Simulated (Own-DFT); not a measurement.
Simulation results for SiC (4H silicon carbide, atoms displaced), GaN (wurtzite, strained, atoms displaced), SiC (2H silicon carbide, atoms displaced)

All values are calculated (Own-DFT development build). A calculation, not a measurement: plane-wave PBE density functional theory by an unreviewed code, no spin, of a simulated periodic cell, stress positive in tension, free energy of the whole cell less one offset for each atom, forces on such cells passed a denser k mesh, this cell's mesh not checked; offsets are fitted by least squares, one for each functional and potential file, so energies compare only between cells with the same atoms and settings and are not formation energies; the far tail of each file's local potential was reset to the Coulomb form; each entry is a single point on an unrelaxed cell, so the pressure reflects the starting lattice, mostly measured values (interpolated for alloys), from which strain is counted, and rises with the displacements; printed positions are rounded, which can move forces by about a meV/angstrom; the program, named Own-DFT, is a retired in-house code; no spin-orbit coupling.

Settings shared by all entries: functional PBE.

(1) SiC (4H silicon carbide, atoms displaced)

```
CELL_PARAMETERS angstrom
6.16540 0.00000 0.00000
-3.08270 5.33940 0.00000
0.00000 0.00000 10.06810
ATOMIC_POSITIONS crystal
Si 0.99737 0.02394 0.39335
Si 0.14712 0.33609 0.14096
C 0.00424 0.99567 0.10775
C 0.14323 0.31161 0.34371
Si 0.03409 0.54688 0.41438
Si 0.17686 0.83781 0.15998
C 0.02703 0.51678 0.08673
C 0.16213 0.83867 0.35474
Si 0.48013 0.99354 0.39997
Si 0.64829 0.34901 0.16974
C 0.47379 0.98547 0.09132
C 0.68615 0.36444 0.34250
Si 0.49135 0.50652 0.41510
Si 0.65707 0.87025 0.16303
C 0.49571 0.51099 0.09669
C 0.65331 0.82318 0.34720
Si 0.99927 0.01315 0.90211
Si 0.81438 0.66704 0.64721
C 0.99049 0.98569 0.58517
C 0.82795 0.63299 0.85378
Si 0.99563 0.51315 0.91071
Si 0.86850 0.16581 0.66227
C 0.98956 0.45919 0.59769
C 0.85005 0.14938 0.84048
Si 0.49912 0.00875 0.90159
Si 0.32253 0.64518 0.66523
C 0.46265 0.97859 0.59655
C 0.31468 0.68023 0.84164
Si 0.49313 0.50386 0.90798
Si 0.34019 0.19684 0.64517
C 0.47592 0.51586 0.61747
C 0.34591 0.16996 0.82533
```

- potential files: PseudoDojo norm-conserving, scalar-relativistic, standard set
- wave cutoff: 42 hartree
- occupations: Fermi-Dirac
- smearing width: 0.1 eV
- hardware: one NVIDIA H100
- k mesh: 5 x 5 x 3 centred on Gamma
- free energy of cell above offsets: 6.093 eV
- pressure: 11.6 GPa
- stress xx: -13.98 GPa
- stress yy: -12.91 GPa
- stress zz: -7.91 GPa
- stress yz: 4.66 GPa
- stress xz: -2.11 GPa
- stress xy: 5.17 GPa
- wall time: 123.9 s

Force:
```tsv
element	x (eV/Å)	y (eV/Å)	z (eV/Å)
Si	-0.326	-6.861	3.629
Si	4.134	-1.013	3.294
C	-2.189	0.89	-2.391
C	0.494	8.823	-2.055
Si	-0.757	-7.937	0.979
Si	-2.864	-1.674	0.742
C	-4.51	-0.167	1.632
C	-1.064	3.126	-3.887
Si	2.865	2.683	3.459
Si	1.335	0.076	-3.518
C	1.4	4.604	-0.598
C	-0.619	-1.258	3.49
Si	-0.111	-1.302	-1.285
Si	3.585	-3.914	-0.669
C	-0.747	0.378	-0.35
C	-1.008	1.914	-0.487
Si	5.982	-4.153	2.564
Si	3.159	-1.303	2.973
C	0.821	1.351	-0.437
C	-5.908	4.676	-3.325
Si	4.285	-2.692	-0.302
Si	-4.16	-3.576	-1.114
C	-1.659	5.324	-1.622
C	-5.535	3.119	0.776
Si	0.579	-0.408	-0.839
Si	-8.499	5.991	0.967
C	1.864	1.71	-1.314
C	2.401	-0.903	1.782
Si	0.133	-0.235	-0.2
Si	1.24	-6.042	0.994
C	7.717	-1.954	-6.412
C	-2.04	0.726	3.522
```

(2) GaN (wurtzite, strained, atoms displaced)

```
CELL_PARAMETERS angstrom
12.75600 0.00000 0.00000
-4.78350 8.28530 0.00000
0.00000 0.00000 10.49960
ATOMIC_POSITIONS crystal
Ga 0.08062 0.21197 0.00762
Ga 0.16539 0.11648 0.25350
N 0.08430 0.21251 0.18824
N 0.16729 0.11572 0.44098
Ga 0.08582 0.21703 0.50633
Ga 0.16738 0.10974 0.74893
N 0.08376 0.21661 0.69068
N 0.15970 0.09998 0.94667
Ga 0.08838 0.55952 0.99334
Ga 0.16892 0.43912 0.25386
N 0.07990 0.55631 0.18441
N 0.15736 0.43580 0.43751
Ga 0.08207 0.55368 0.50628
Ga 0.16413 0.44510 0.74827
N 0.07262 0.54285 0.68535
N 0.17937 0.45220 0.93404
Ga 0.08635 0.88505 0.00285
Ga 0.16510 0.77450 0.25143
N 0.08383 0.88579 0.18481
N 0.16542 0.77848 0.44459
Ga 0.07726 0.89338 0.49788
Ga 0.17769 0.78725 0.74532
N 0.08254 0.88425 0.68719
N 0.16428 0.77420 0.94292
Ga 0.32987 0.21137 0.99996
Ga 0.41072 0.10726 0.24932
N 0.34029 0.21988 0.18483
N 0.42131 0.12080 0.44655
Ga 0.33889 0.22185 0.50812
Ga 0.41170 0.10612 0.75928
N 0.33043 0.22471 0.68298
N 0.42020 0.11392 0.94125
Ga 0.32687 0.54294 0.99854
Ga 0.42209 0.44048 0.23961
N 0.33198 0.55338 0.19352
N 0.41336 0.43850 0.43462
Ga 0.33681 0.55771 0.50146
Ga 0.42002 0.43823 0.74820
N 0.32796 0.55281 0.68449
N 0.42345 0.44543 0.93570
Ga 0.33930 0.89734 0.99542
Ga 0.41358 0.77724 0.24363
N 0.33430 0.89993 0.18509
N 0.41963 0.78312 0.43113
Ga 0.33276 0.87522 0.49717
Ga 0.41984 0.77856 0.75083
N 0.32400 0.88694 0.68797
N 0.40954 0.77399 0.94318
Ga 0.57980 0.21732 0.00652
Ga 0.66795 0.11599 0.25525
N 0.57735 0.22294 0.18692
N 0.66798 0.11268 0.43384
Ga 0.58860 0.22422 0.50027
Ga 0.66269 0.09782 0.75045
N 0.57660 0.21644 0.70001
N 0.66423 0.09768 0.93913
Ga 0.58271 0.56517 0.99790
Ga 0.66747 0.44805 0.25148
N 0.58331 0.55232 0.18955
N 0.66892 0.45260 0.43590
Ga 0.58639 0.56003 0.49621
Ga 0.66878 0.44248 0.74970
N 0.58495 0.55801 0.68583
N 0.66255 0.43407 0.92987
Ga 0.58419 0.89037 0.00244
Ga 0.66783 0.77700 0.23897
N 0.59113 0.89094 0.19262
N 0.66570 0.77983 0.43531
Ga 0.58769 0.89129 0.49261
Ga 0.65971 0.77149 0.74627
N 0.58390 0.89466 0.68912
N 0.65970 0.76884 0.94150
Ga 0.84267 0.22908 0.99430
Ga 0.90767 0.10318 0.25185
N 0.83138 0.22309 0.18570
N 0.91972 0.10511 0.43800
Ga 0.83450 0.22739 0.49638
Ga 0.91441 0.10117 0.74095
N 0.84283 0.22811 0.69274
N 0.92509 0.11574 0.93937
Ga 0.84055 0.56797 0.00201
Ga 0.91126 0.44741 0.24702
N 0.82954 0.55910 0.18299
N 0.91923 0.44536 0.44316
Ga 0.83223 0.55157 0.49128
Ga 0.91993 0.44333 0.75015
N 0.83090 0.54717 0.69244
N 0.91525 0.44869 0.93690
Ga 0.82734 0.88997 0.99288
Ga 0.91751 0.77895 0.25251
N 0.83247 0.88917 0.18885
N 0.92012 0.77437 0.44228
Ga 0.83210 0.89232 0.49189
Ga 0.91061 0.77752 0.74912
N 0.83665 0.89647 0.69349
N 0.91935 0.78472 0.94331
```

* potential files: PseudoDojo norm-conserving, scalar-relativistic, standard set with the stringent files for Ga
* wave cutoff: 96 hartree
* occupations: Gaussian
* smearing width: 0.01 eV
* k mesh: 3 x 4 x 3 centred on Gamma
* free energy of cell above offsets: -4.808 eV
* pressure: 4.91 GPa
* stress xx: -6.12 GPa
* stress yy: -7.26 GPa
* stress zz: -1.36 GPa
* stress yz: 0.03 GPa
* stress xz: 0.31 GPa
* stress xy: -0.43 GPa

Force:
```tsv
element	x (eV/Å)	y (eV/Å)	z (eV/Å)
Ga	0.569	1.209	-0.798
Ga	2.005	-1.274	0.144
N	-1.965	1.235	0.349
N	1.08	-0.559	-0.51
Ga	-0.826	0.901	-0.271
Ga	-0.36	-0.674	0.779
N	-0.288	0.488	-0.035
N	1.225	1.315	-1.537
Ga	-0.109	-1.154	0.91
Ga	-1.458	-0.002	-0.272
N	0.762	-0.641	0.267
N	1.011	0.745	0.549
Ga	0.281	0.266	-1.039
Ga	0.208	-0.614	0.06
N	2.158	2.047	0.682
N	-3.279	-2.386	-0.398
Ga	-0.805	-0.348	-0.061
Ga	0.021	0.146	0.137
N	-0.335	0.459	1.495
N	0.032	-0.165	-0.829
Ga	2.271	0.191	0.986
Ga	-4.279	-3.062	1.716
N	-0.516	0.368	0.169
N	1.051	1.272	-1.589
Ga	-0.476	1.072	0.076
Ga	1.207	0.789	1.749
N	-2.297	0.366	-0.076
N	0.817	-1.752	-1.247
Ga	-1.006	0.224	-1.839
Ga	0.126	0.584	-1.425
N	0.762	-0.66	2.285
N	-0.76	-0.457	-0.572
Ga	2.332	1.818	1.093
Ga	-1.456	-0.096	1.587
N	0.621	-0.17	-1.141
N	0.519	0.812	0.054
Ga	-0.425	-0.743	-1.029
Ga	-0.98	0.862	0.208
N	1.1	0.682	0.49
N	-1.475	-0.998	0.083
Ga	-1.04	-1.381	0.981
Ga	0.47	0.531	-0.058
N	0.508	-2.063	-0.018
N	0.734	-0.807	0.409
Ga	-1.377	2.099	0.458
Ga	-1.161	-0.617	0.38
N	4.422	1.526	-1.021
N	1.558	0.02	-0.681
Ga	1.436	1.078	-1.106
Ga	-0.47	-0.206	-1.955
N	1.15	-0.023	1.133
N	0.267	0.298	1.219
Ga	-1.148	0.093	0.99
Ga	0.119	3.34	1.017
N	0.963	-0.097	-1.716
N	0.082	1.922	-0.221
Ga	1.792	-3.273	0.712
Ga	-0.108	-0.785	-0.683
N	0.312	0.991	-0.959
N	0.361	-0.975	0.078
Ga	-1.042	-0.514	0.2
Ga	-0.306	-0.438	0.172
N	0.098	-0.536	-0.502
N	0.035	1.315	2.012
Ga	-0.619	-1.014	0.571
Ga	0.089	-0.542	1.356
N	-1.92	0.212	-0.661
N	0.676	-0.153	-0.337
Ga	-0.879	-0.083	0.568
Ga	0.704	0.883	0.56
N	0.274	-2.278	-1.554
N	0.161	2.491	-1.485
Ga	-1.115	-0.651	0.345
Ga	0.788	1.239	-0.272
N	0.269	0.198	0.23
N	-0.969	1.207	-0.107
Ga	0.953	-0.68	1.072
Ga	0.261	3.192	1.804
N	-1.441	-1.736	-1.126
N	-1.416	-0.73	-0.793
Ga	-1.12	-1.421	-1.213
Ga	1.238	-0.116	0.127
N	0.354	-0.012	1.216
N	-0.709	-0.076	-1.553
Ga	0.296	0.376	2.012
Ga	-1.801	0.004	0.811
N	-0.033	1.127	-1.305
N	1.011	0.077	0.16
Ga	1.16	0.278	0.796
Ga	0.219	0.289	-0.52
N	0.421	-0.407	-0.627
N	-1.984	-0.052	-1.08
Ga	0.501	-1.234	1.126
Ga	1.638	-0.725	0.476
N	-1.171	-3.214	-1.692
N	-0.556	-0.04	-0.948
```

(3) SiC (4H silicon carbide, atoms displaced)

```
CELL_PARAMETERS angstrom
6.16540 0.00000 0.00000
-3.08270 5.33940 0.00000
0.00000 0.00000 10.06810
ATOMIC_POSITIONS crystal
Si 0.01253 0.01779 0.40080
Si 0.16799 0.31005 0.15341
C 0.00186 0.00994 0.11677
C 0.15202 0.30131 0.33145
Si 0.99176 0.50043 0.40204
Si 0.15260 0.85583 0.15545
C 0.01685 0.51624 0.09173
C 0.16595 0.80869 0.33640
Si 0.49891 0.99891 0.39177
Si 0.67673 0.34214 0.15308
C 0.49249 0.00878 0.09223
C 0.64588 0.31298 0.33018
Si 0.48725 0.47925 0.41718
Si 0.68637 0.81895 0.14631
C 0.51341 0.50313 0.09599
C 0.67308 0.82138 0.34924
Si 0.00569 0.01174 0.89938
Si 0.80816 0.63649 0.66845
C 0.01777 0.98593 0.60712
C 0.83494 0.65511 0.84068
Si 0.00012 0.47709 0.88840
Si 0.81773 0.15477 0.66745
C 0.99903 0.51521 0.58755
C 0.79851 0.15380 0.84386
Si 0.48242 0.99273 0.89240
Si 0.34481 0.65766 0.64829
C 0.51295 0.01004 0.61060
C 0.32045 0.67097 0.84733
Si 0.46027 0.46629 0.90889
Si 0.33640 0.14861 0.65843
C 0.48540 0.50257 0.59452
C 0.32755 0.14043 0.84577
```

* potential files: PseudoDojo norm-conserving, scalar-relativistic, standard set
* wave cutoff: 42 hartree
* occupations: Fermi-Dirac
* smearing width: 0.1 eV
* hardware: one NVIDIA H100
* k mesh: 5 x 5 x 3 centred on Gamma
* free energy of cell above offsets: 4.756 eV
* pressure: 10.81 GPa
* stress xx: -10.48 GPa
* stress yy: -13.31 GPa
* stress zz: -8.63 GPa
* stress yz: 0.86 GPa
* stress xz: -0.91 GPa
* stress xy: -0.6 GPa
* wall time: 120.8 s

Force:
```tsv
element	x (eV/Å)	y (eV/Å)	z (eV/Å)
Si	0.306	-6.398	3.446
Si	-1.445	7.956	0.795
C	-1.409	-1.883	-6.681
C	-0.05	5.951	2.196
Si	0.206	-2.383	-0.431
Si	7.251	-4.085	0.133
C	-0.255	-1.562	-0.816
C	-1.252	2.772	0.909
Si	1.137	-2.075	1.164
Si	1.383	-1.189	-1.938
C	1.217	-0.612	-1.115
C	0.596	2.278	3.388
Si	0.114	1.011	-4.026
Si	-5.981	1.294	3.083
C	-1.346	-2.159	-1.754
C	-0.713	-0.271	-0.505
Si	-1.349	-3.353	0.712
Si	1.163	2.984	-3.661
C	-3.564	0.065	-1.685
C	-1.858	-0.12	2.975
Si	-3.109	2.266	4.181
Si	4.314	1.759	-3.356
C	1.053	-2.379	1.112
C	4.178	0.337	0.62
Si	1.872	-1.672	5.878
Si	-5.743	2.665	2.356
C	-0.485	-2.604	-3.782
C	2.891	-3.04	-2.616
Si	2.641	3.136	0.161
Si	-2.016	1.389	0.189
C	4.329	-3.642	0.406
C	-4.073	3.564	-1.337
```

(4) SiC (2H silicon carbide, atoms displaced)

```
CELL_PARAMETERS angstrom
9.24810 0.00000 0.00000
-4.62410 8.00910 0.00000
0.00000 0.00000 10.06810
ATOMIC_POSITIONS crystal
Si 0.99950 0.01508 0.99220
Si 0.10779 0.22212 0.25471
C 0.00088 0.99562 0.18231
C 0.09518 0.21115 0.44178
Si 0.99532 0.98969 0.49656
Si 0.12184 0.22566 0.74781
C 0.99132 0.99143 0.68940
C 0.11239 0.21924 0.93614
Si 0.01679 0.34739 0.99593
Si 0.10968 0.54496 0.24893
C 0.00930 0.34623 0.17962
C 0.11856 0.56280 0.43874
Si 0.99702 0.32492 0.49497
Si 0.11602 0.56161 0.74889
C 0.98504 0.32253 0.68315
C 0.11533 0.56272 0.92704
Si 0.98580 0.66074 0.99967
Si 0.11291 0.89267 0.24558
C 0.02040 0.67446 0.18958
C 0.11032 0.89807 0.42824
Si 0.00076 0.67190 0.50947
Si 0.11593 0.88643 0.75400
C 0.99566 0.66732 0.69646
C 0.10744 0.88975 0.93238
Si 0.33482 0.99220 0.99637
Si 0.44943 0.22963 0.24723
C 0.33476 0.00626 0.18680
C 0.44883 0.22519 0.43101
Si 0.33126 0.99814 0.48416
Si 0.44485 0.22551 0.74771
C 0.33450 0.98888 0.68281
C 0.44265 0.21803 0.93083
Si 0.33592 0.32404 0.99346
Si 0.45405 0.56787 0.24071
C 0.33787 0.32221 0.19581
C 0.44251 0.56375 0.43214
Si 0.34006 0.32579 0.48809
Si 0.43609 0.55539 0.75098
C 0.32751 0.33748 0.68963
C 0.43872 0.55720 0.93409
Si 0.33167 0.65453 0.99311
Si 0.45066 0.89205 0.24856
C 0.32934 0.65570 0.17923
C 0.43530 0.88247 0.43472
Si 0.32863 0.66921 0.50963
Si 0.43439 0.89437 0.75413
C 0.33172 0.67762 0.69182
C 0.44734 0.88639 0.93223
Si 0.66673 0.99920 0.99705
Si 0.77158 0.22081 0.25118
C 0.67173 0.00733 0.19482
C 0.78125 0.22561 0.43664
Si 0.65506 0.00497 0.49651
Si 0.77018 0.22141 0.74281
C 0.68360 0.00911 0.68943
C 0.77618 0.20620 0.93344
Si 0.66838 0.33493 0.99311
Si 0.78144 0.56628 0.25201
C 0.66391 0.32884 0.20190
C 0.77389 0.53930 0.43631
Si 0.67535 0.33834 0.49212
Si 0.77173 0.55503 0.75343
C 0.66350 0.32954 0.69820
C 0.78482 0.54940 0.94019
Si 0.66949 0.67773 0.00073
Si 0.77104 0.90552 0.24934
C 0.65715 0.66717 0.18135
C 0.77601 0.88442 0.43888
Si 0.66139 0.66211 0.50232
Si 0.79606 0.90058 0.75831
C 0.66140 0.66632 0.68355
C 0.78122 0.89853 0.94493
```

- potential files: PseudoDojo norm-conserving, scalar-relativistic, standard set
- wave cutoff: 42 hartree
- occupations: Fermi-Dirac
- smearing width: 0.1 eV
- hardware: one NVIDIA H100
- k mesh: 4 x 4 x 3 centred on Gamma
- free energy of cell above offsets: -2.858 eV
- pressure: 6.6 GPa
- stress xx: -7.38 GPa
- stress yy: -5.58 GPa
- stress zz: -6.85 GPa
- stress yz: 0.85 GPa
- stress xz: 0.23 GPa
- stress xy: 0.34 GPa
- wall time: 357.7 s

Force:
```tsv
element	x (eV/Å)	y (eV/Å)	z (eV/Å)
Si	2.242	-3.066	2.346
Si	1.017	-0.498	-1.279
C	-2.012	1.334	0.151
C	2.659	0.537	-1.098
Si	-1.626	1.057	1.187
Si	-3.884	-1.81	-0.295
C	4.369	2.08	-1.115
C	0.216	3.081	-0.88
Si	-1.618	-1.89	-0.971
Si	0.336	3.596	1.198
C	-0.467	-3.7	0.925
C	-1.283	-1.544	0.16
Si	-0.533	2.143	1.848
Si	-1.45	-2.079	-1.414
C	2.312	2.297	0.469
C	-0.476	-0.541	2.125
Si	4.258	2.696	0.861
Si	0.349	-0.035	-0.633
C	-2.8	-1.306	-0.763
C	1.007	-1.758	1.45
Si	0.252	-0.758	-1.766
Si	-1.26	0.533	-1.485
C	0.246	-0.261	-1.186
C	0.088	-0.061	1.944
Si	-1.245	0.556	0.695
Si	1.002	-2.275	0.41
C	1.333	-0.589	-0.264
C	1.282	-1.202	1.099
Si	-0.31	0.476	1.888
Si	-0.552	-1.205	-0.7
C	-3.412	3.099	-1.382
C	0.896	-0.155	0.787
Si	-0.933	0.936	1.893
Si	-1.93	-3.338	1.964
C	-3.483	2.925	-2.336
C	0.693	-1.242	0.767
Si	-3.481	2.128	1.382
Si	0.8	1.185	-1.081
C	2.685	0.009	-1.926
C	3.172	-1.567	0.041
Si	-2.32	2.556	1.053
Si	-1.859	-1.42	-0.668
C	-0.159	1.832	0.375
C	0.636	0.863	-0.204
Si	1.189	-0.49	-1.766
Si	4.932	-0.514	-0.844
C	1.029	-1.029	-0.247
C	-0.316	-0.517	2.058
Si	-0.969	0.061	0.816
Si	1.487	1.826	-0.297
C	-2.594	0.352	-2.649
C	-0.547	-0.909	-0.588
Si	2.733	-1.116	1.663
Si	1.873	-0.494	1.881
C	-2.588	-2.136	-0.961
C	-0.493	3.837	0.48
Si	0.804	-2.512	1.632
Si	0.855	-0.938	-0.695
C	0.39	2.428	-3.342
C	-0.626	5.434	0.198
Si	-0.954	-2.951	2.338
Si	0.249	-0.008	-0.725
C	-0.933	1.535	-2.716
C	-4.085	0.516	-0.8
Si	0.314	-1.562	-0.872
Si	5.128	-3.334	1.197
C	2.962	2.057	0.623
C	-1.273	0.239	-0.767
Si	0.032	0.178	-1.39
Si	-4.16	-2.191	-1.032
C	0.317	0.133	2.49
C	0.487	-1.512	-1.261
```
